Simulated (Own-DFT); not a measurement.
Simulation results for GaN (wurtzite, strained, atoms displaced)

A calculation, not a measurement: plane-wave PBE density functional theory by an unreviewed code, no spin, of a simulated periodic cell, stress positive in tension, free energy of the whole cell less one offset for each atom, forces on such cells passed a denser k mesh, this cell's mesh not checked; offsets are fitted by least squares, one for each functional and potential file, so energies compare only between cells with the same atoms and settings and are not formation energies; the far tail of each file's local potential was reset to the Coulomb form; each entry is a single point on an unrelaxed cell, so the pressure reflects the starting lattice, mostly measured values (interpolated for alloys), from which strain is counted, and rises with the displacements; printed positions are rounded, which can move forces by about a meV/angstrom; the program, named Own-DFT, is a retired in-house code; no spin-orbit coupling. Program: Own-DFT development build.

Settings shared by all entries: functional PBE; potential files PseudoDojo norm-conserving, scalar-relativistic, standard set with the stringent files for Ga; wave cutoff 96 hartree; occupations Gaussian; smearing width 0.01 eV; k mesh 3 x 4 x 3 centred on Gamma.

(1) GaN (wurtzite, strained, atoms displaced)

```xyz
96
Lattice="12.6169 0.1005 -0.1067 -4.6661 8.3352 0.0647 -0.0867 0.0309 10.3626" Properties=species:S:1:pos:R:3 GaN
Ga    -0.0438     1.9312    10.3596
Ga     1.6512     0.9639     2.6049
N      0.0168     1.8578     1.9498
N      1.5411     0.9070     4.5510
Ga    -0.0312     1.8544     5.1104
Ga     1.5088     0.9184     7.7751
N     -0.0084     1.8856     7.0840
N      1.5315     1.0150     9.7844
Ga    -1.6126     4.7478     0.0594
Ga    -0.0220     3.7873     2.6758
N     -1.5941     4.6579     1.9516
N     -0.0439     3.7308     4.5150
Ga    -1.5136     4.7284     5.1755
Ga    -0.0426     3.8096     7.7571
N     -1.6617     4.6209     7.1775
N     -0.0521     3.7243     9.7232
Ga    -3.1726     7.4037     0.0708
Ga    -1.5311     6.4552     2.6625
N     -3.0626     7.3827     2.0318
N     -1.5843     6.6567     4.6692
Ga    -3.0475     7.4805     5.2084
Ga    -1.6273     6.4784     7.8017
N     -3.1403     7.3874     7.2306
N     -1.6171     6.5577     9.8513
Ga     3.2073     1.8433    -0.0184
Ga     4.6947     0.8928     2.6069
N      3.1802     1.7818     1.9003
N      4.6800     1.0074     4.4795
Ga     3.1437     1.9406     5.1331
Ga     4.6291     0.9766     7.7330
N      3.1630     1.9134     7.0631
N      4.6223     0.8897     9.6511
Ga     1.5618     4.6524     0.0338
Ga     3.1899     3.7919     2.5889
N      1.6465     4.6280     1.8693
N      3.1476     3.7857     4.4938
Ga     1.6034     4.5941     5.1951
Ga     3.2147     3.8199     7.7279
N      1.5176     4.7379     7.1316
N      3.0315     3.8339     9.7620
Ga     0.0087     7.4418     0.0405
Ga     1.6331     6.5573     2.4715
N      0.0421     7.4560     1.9133
N      1.5825     6.4066     4.5398
Ga     0.0220     7.4002     5.2255
Ga     1.6105     6.5574     7.6656
N      0.0455     7.4317     7.1718
N      1.5053     6.4871     9.6180
Ga     6.3287     1.7785    -0.0298
Ga     7.8930     1.0038     2.4237
N      6.3375     1.8762     1.8813
N      7.8209     0.9829     4.4251
Ga     6.3292     1.9155     5.2064
Ga     7.8974     1.0414     7.7254
N      6.2345     1.9987     7.1277
N      7.8073     1.0894     9.6015
Ga     4.7744     4.6097    10.2652
Ga     6.2608     3.7817     2.5480
N      4.7208     4.6897     1.9201
N      6.2500     3.8174     4.4675
Ga     4.6518     4.6669     5.1853
Ga     6.3283     3.8138     7.8122
N      4.7368     4.7233     7.0518
N      6.1802     3.8413     9.7229
Ga     3.1588     7.4016     0.0074
Ga     4.8403     6.6338     2.4515
N      3.1932     7.4458     2.0309
N      4.7167     6.6761     4.4608
Ga     3.0946     7.4246     5.1709
Ga     4.6223     6.5785     7.7308
N      3.1653     7.4899     7.1688
N      4.6594     6.4948     9.6870
Ga     9.3632     1.9652    10.2756
Ga    11.0913     1.0537     2.5103
N      9.4414     1.9693     1.7859
N     11.0809     1.1507     4.4452
Ga     9.4838     1.9503     5.1167
Ga    10.8875     0.9859     7.6459
N      9.4273     1.9296     7.0396
N     10.8668     1.1112     9.6676
Ga     7.9460     4.6425    -0.0297
Ga     9.5374     3.8114     2.5437
N      7.9240     4.7425     1.9433
N      9.4344     3.8552     4.4108
Ga     7.8865     4.7067     5.0306
Ga     9.5121     3.7482     7.6827
N      7.7911     4.7577     7.1655
N      9.4753     3.7501     9.6421
Ga     6.2439     7.4727    10.2608
Ga     7.9198     6.5965     2.5571
N      6.2942     7.5569     2.0918
N      7.8728     6.6351     4.5444
Ga     6.3209     7.5651     5.1615
Ga     7.8738     6.5709     7.7365
N      6.3291     7.5386     7.0847
N      7.8339     6.4659     9.6570
```

```
free energy of cell above offsets : -3.696 eV
pressure                          : 7.54 GPa
stress xx                         : -12.01 GPa
stress yy                         : -3.16 GPa
stress zz                         : -7.43 GPa
stress yz                         : 0.61 GPa
stress xz                         : -0.96 GPa
stress xy                         : 2.77 GPa
```

Force:
```tsv
element	x (eV/Å)	y (eV/Å)	z (eV/Å)
Ga	-0.957	-0.186	0.1
Ga	-1.228	-0.747	-0.433
N	0.399	0.734	0.503
N	0.647	1.598	-0.523
Ga	1.499	0.928	1.669
Ga	0.317	0.741	0.027
N	-0.86	0.254	0.461
N	-0.727	-1.489	-1.151
Ga	1.019	-1.926	-0.953
Ga	1.057	-0.903	-2.56
N	0.806	0.242	1.042
N	0.759	0.148	1.24
Ga	-1.557	-0.264	0.761
Ga	0.598	-1.578	0.719
N	1.026	1.17	-1.239
N	-0.897	0.987	-0.064
Ga	0.391	0.439	0.105
Ga	0.237	0.8	-0.222
N	-0.97	0.661	-0.039
N	1.921	-3.267	-2.089
Ga	-3.659	0.022	1.663
Ga	1.303	0.061	0.921
N	-0.571	0.944	-0.611
N	-0.929	-0.127	-1.616
Ga	-0.159	1.26	-0.127
Ga	1.137	0.765	-0.775
N	0.263	1.815	0.552
N	0.802	-0.861	1.134
Ga	-0.261	-0.617	0.164
Ga	1.261	-0.467	-0.273
N	-1.368	0.596	0.454
N	0.604	1.296	0.216
Ga	-0.072	0.214	-1.763
Ga	0.052	-0.979	-1.057
N	-1.365	0.776	2.275
N	-0.356	-1.104	0.146
Ga	-0.978	0.706	0.102
Ga	-1.626	-0.888	1.117
N	0.923	-0.977	-0.636
N	1.825	-1.628	-1.28
Ga	1.031	-0.699	-1.148
Ga	-0.516	-1.496	1.571
N	-0.235	-0.722	1.472
N	-0.621	0.96	-0.608
Ga	1.252	1.364	0.076
Ga	-0.397	-0.38	1.565
N	-1.57	0.593	-0.432
N	0.052	0.873	1.433
Ga	-1.05	1.287	-0.363
Ga	0.518	-0.123	1.487
N	-1.44	0.518	0.05
N	0.787	0.167	0.633
Ga	-0.665	0.589	-1.061
Ga	-1.648	-0.284	-0.761
N	0.523	-0.896	0.185
N	0.127	-1.647	0.858
Ga	-5.255	2.596	2.475
Ga	0.94	-0.465	-0.218
N	0.485	0.774	-0.651
N	0.289	-0.755	0.666
Ga	1.736	1.789	-1.329
Ga	-0.777	-0.327	-0.739
N	-0.104	0.458	1.211
N	4.581	-3.413	-1.213
Ga	0	0.117	-0.529
Ga	-2.232	-2.555	2.191
N	0.176	1.018	-2.165
N	0.275	-1.338	0.705
Ga	0.917	0.85	-0.633
Ga	2.582	-0.91	0.251
N	-0.919	1.534	-1.323
N	0.206	0.693	0.25
Ga	-0.211	0.416	0.258
Ga	-0.89	0.497	-0.503
N	0.582	0.011	1.813
N	-1.98	-1.737	-0.437
Ga	-1.152	0.165	-1.089
Ga	2.636	0.433	1.1
N	-0.714	0.849	-0.551
N	2.265	-2.152	-1.113
Ga	-0.001	-0.324	0.237
Ga	-1.344	-0.768	-1.092
N	-0.473	-0.23	-0.466
N	1.436	-0.609	1.458
Ga	-1.212	1.153	1.431
Ga	-2.088	0.521	0.618
N	1.92	-0.693	-1.548
N	-0.783	1.28	-0.084
Ga	0.048	0.868	0.684
Ga	0.113	-0.038	0.512
N	2.781	0.631	-2.893
N	1.135	-0.403	-0.345
Ga	-0.466	-0.291	-0.651
Ga	-0.05	0.005	-0.601
N	-0.913	-0.537	0.623
N	0.015	1.633	0.772
```

(2) GaN (wurtzite, strained, atoms displaced)

```xyz
96
Lattice="13.0103 -0.0517 0.1654 -4.9124 8.3791 -0.1196 0.1344 -0.0721 10.3398" Properties=species:S:1:pos:R:3 GaN
Ga     0.0566     1.6727    10.3231
Ga     1.6381     0.8835     2.5797
N      0.0542     1.7413     1.9249
N      1.6890     0.8986     4.5667
Ga    -0.0018     1.7764     5.0655
Ga     1.6826     0.8207     7.6846
N      0.1289     1.8166     7.0611
N      1.7220     0.9021     9.7970
Ga    -1.6636     4.5648    -0.0078
Ga     0.0505     3.6034     2.5271
N     -1.6748     4.6937     1.9214
N      0.0251     3.7255     4.4806
Ga    -1.5589     4.5369     5.1022
Ga     0.0806     3.6592     7.7783
N     -1.4931     4.5591     7.1779
N     -0.0157     3.6814     9.6765
Ga    -3.3070     7.4753    -0.0925
Ga    -1.6661     6.4779     2.4913
N     -3.2240     7.3668     1.8460
N     -1.5821     6.5023     4.4728
Ga    -3.2051     7.4106     5.0336
Ga    -1.4388     6.4666     7.7849
N     -3.1668     7.4093     7.0508
N     -1.5335     6.4671     9.7714
Ga     3.3253     1.7847    10.2849
Ga     4.8888     0.8759     2.5856
N      3.2207     1.7881     1.9871
N      4.9158     0.8426     4.5547
Ga     3.3070     1.8366     5.1516
Ga     4.9857     0.8018     7.8857
N      3.2764     1.8369     7.1263
N      5.1472     0.7740     9.7274
Ga     1.5782     4.6141     0.0312
Ga     3.2734     3.6569     2.5648
N      1.6150     4.6331     1.9554
N      3.3240     3.7496     4.5892
Ga     1.6068     4.6080     5.2242
Ga     3.3603     3.7129     7.7327
N      1.7319     4.5836     7.1856
N      3.4292     3.6476     9.6883
Ga    -0.0671     7.4352     0.0461
Ga     1.6249     6.4680     2.5935
N     -0.0119     7.4089     2.0644
N      1.7000     6.4526     4.4886
Ga     0.0451     7.4506     5.1360
Ga     1.6493     6.4667     7.7253
N      0.1155     7.3926     7.1143
N      1.6558     6.3859     9.6268
Ga     6.4336     1.8781     0.0793
Ga     8.1812     0.8955     2.6042
N      6.4877     1.8101     1.9491
N      8.1506     0.8785     4.6236
Ga     6.5264     1.8395     5.2916
Ga     8.2090     0.8476     7.9233
N      6.6536     1.7086     7.2424
N      8.2209     0.7926     9.7474
Ga     5.0123     4.6172    10.3201
Ga     6.4064     3.7731     2.7236
N      4.8638     4.6295     1.9765
N      6.5179     3.6182     4.6428
Ga     4.9647     4.6654     5.1385
Ga     6.7327     3.7216     7.8164
N      4.9745     4.6109     7.1304
N      6.5648     3.5227     9.7468
Ga     3.2814     7.3156    10.2666
Ga     4.9228     6.5167     2.5592
N      3.3951     7.3693     1.9326
N      4.9264     6.4384     4.6335
Ga     3.1718     7.3187     5.1519
Ga     4.9770     6.4780     7.6639
N      3.2588     7.3688     7.1429
N      4.9368     6.4188     9.7068
Ga     9.7557     1.8378     0.1207
Ga    11.3845     0.9070     2.7496
N      9.8085     1.7241     2.0309
N     11.4294     0.9173     4.6587
Ga     9.7167     1.7607     5.2113
Ga    11.4676     0.8279     7.9420
N      9.8421     1.7050     7.2506
N     11.5313     0.6973     9.8602
Ga     8.2469     4.5982    10.3846
Ga     9.8364     3.6701     2.7048
N      8.2065     4.5688     2.0076
N      9.7532     3.7546     4.5841
Ga     8.2229     4.5465     5.2012
Ga     9.9319     3.6573     7.7515
N      8.2786     4.5570     7.1803
N      9.8947     3.6583     9.8659
Ga     6.7120     7.3239    10.3681
Ga     8.0961     6.4134     2.6660
N      6.5433     7.3593     1.9458
N      8.1550     6.3290     4.5746
Ga     6.5266     7.3418     5.1987
Ga     8.2206     6.4254     7.7854
N      6.6172     7.3539     7.0792
N      8.1994     6.4065     9.8349
```

## Withheld values
1. Estimate the stress zz of GaN (wurtzite, strained, atoms displaced) (entry 2).

Calculated values
1. -5.12 GPa

Further results for GaN (wurtzite, strained, atoms displaced) (entry 2):

```
free energy of cell above offsets : -5.486 eV
pressure                          : 2.02 GPa
stress xx                         : 0.33 GPa
stress yy                         : -1.25 GPa
stress yz                         : -0.98 GPa
stress xz                         : 2.18 GPa
stress xy                         : -0.89 GPa
```

Force:
```tsv
element	x (eV/Å)	y (eV/Å)	z (eV/Å)
Ga	0.593	1.599	-0.176
Ga	0.458	-0.96	0.31
N	-0.932	0.895	0.237
N	-0.603	-0.07	-0.614
Ga	1.315	0.973	1.325
Ga	0.445	1.632	0.823
N	-1.055	-0.211	0.36
N	-0.153	-0.894	-1.523
Ga	-0.574	1.891	0.277
Ga	-0.557	1.198	-0.067
N	1.596	-1.824	-0.074
N	0.448	-1.125	0.05
Ga	-0.52	1.757	0.426
Ga	0.846	-0.63	-0.519
N	0.379	1.321	-1.78
N	2.161	-1.636	0.879
Ga	0.37	-0.273	0.235
Ga	0.461	0.519	0.976
N	-1.075	0.85	0.485
N	0.083	-0.723	0.503
Ga	-0.022	-0.447	0.358
Ga	-1.237	-0.164	-0.139
N	0.369	-1.434	-0.229
N	-0.092	-0.349	-1.018
Ga	1.271	0.189	0.605
Ga	0.101	0.743	0.651
N	0.748	0.437	-0.675
N	0.274	1.18	0.484
Ga	0.305	0.243	0.494
Ga	-0.101	1.674	-1.632
N	0.987	-0.751	0.478
N	-2.397	0.079	1.585
Ga	0.112	0.041	-1.206
Ga	-0.286	0.422	0.654
N	0.218	-0.631	0.024
N	-0.69	-0.656	-0.721
Ga	1.016	-0.2	-0.372
Ga	0.373	-0.637	0.095
N	-1	0.307	-0.747
N	-1.079	-0.097	0.622
Ga	0.703	-0.265	-0.097
Ga	0.638	0.385	-0.701
N	0.37	-0.605	-1.793
N	-1.768	-0.545	0.714
Ga	-0.355	-0.791	-0.404
Ga	1.026	-0.578	0.163
N	-0.864	-0.354	-0.959
N	0.033	0.061	1.732
Ga	1.229	-1.095	-0.435
Ga	-1.139	-0.416	0.56
N	0.39	0.35	1.668
N	-0.394	-0.478	-0.583
Ga	-0.083	-1.367	-0.001
Ga	0.271	-0.332	-1.769
N	-1.029	1.405	-0.57
N	0.562	0.649	2.595
Ga	-0.052	-0.707	0.067
Ga	1.703	-1.377	-1.393
N	0.017	0.113	-0.084
N	0.62	0.987	-0.307
Ga	-0.625	-1.466	1.418
Ga	-2.318	-1.66	-0.057
N	0.897	-0.267	-0.085
N	0.952	2.789	-0.258
Ga	0.632	0.042	0.285
Ga	0.22	-0.735	0.802
N	-2.615	0.679	-0.382
N	-0.401	1.619	-1.568
Ga	2.101	1.435	0.779
Ga	-0.838	-0.333	1.06
N	0.702	-0.12	-0.668
N	1.012	0.608	-0.544
Ga	-0.658	-0.516	-0.997
Ga	0.451	-1.247	-0.741
N	0.2	1.402	0.549
N	-1.014	-1.095	0.016
Ga	0.732	0.326	1.071
Ga	0.435	0.141	-1.326
N	0.31	0.917	-0.494
N	-0.729	1.631	-0.29
Ga	-0.208	-1.721	0.762
Ga	-1.249	-0.274	-1.237
N	-1.224	-0.168	0.445
N	1.675	-2.168	0.97
Ga	-1.71	0.229	0.63
Ga	-1.256	-1.353	1.672
N	0.68	0.513	-0.242
N	-0.908	-0.971	-1.313
Ga	-2.799	-0.647	0.364
Ga	0.851	-0.002	-0.854
N	0.139	0.613	1.037
N	-0.099	1.88	0.571
Ga	0.473	0.398	-0.851
Ga	0.136	0.198	0.23
N	0.154	0.232	1.32
N	1.462	-0.191	-1.92
```
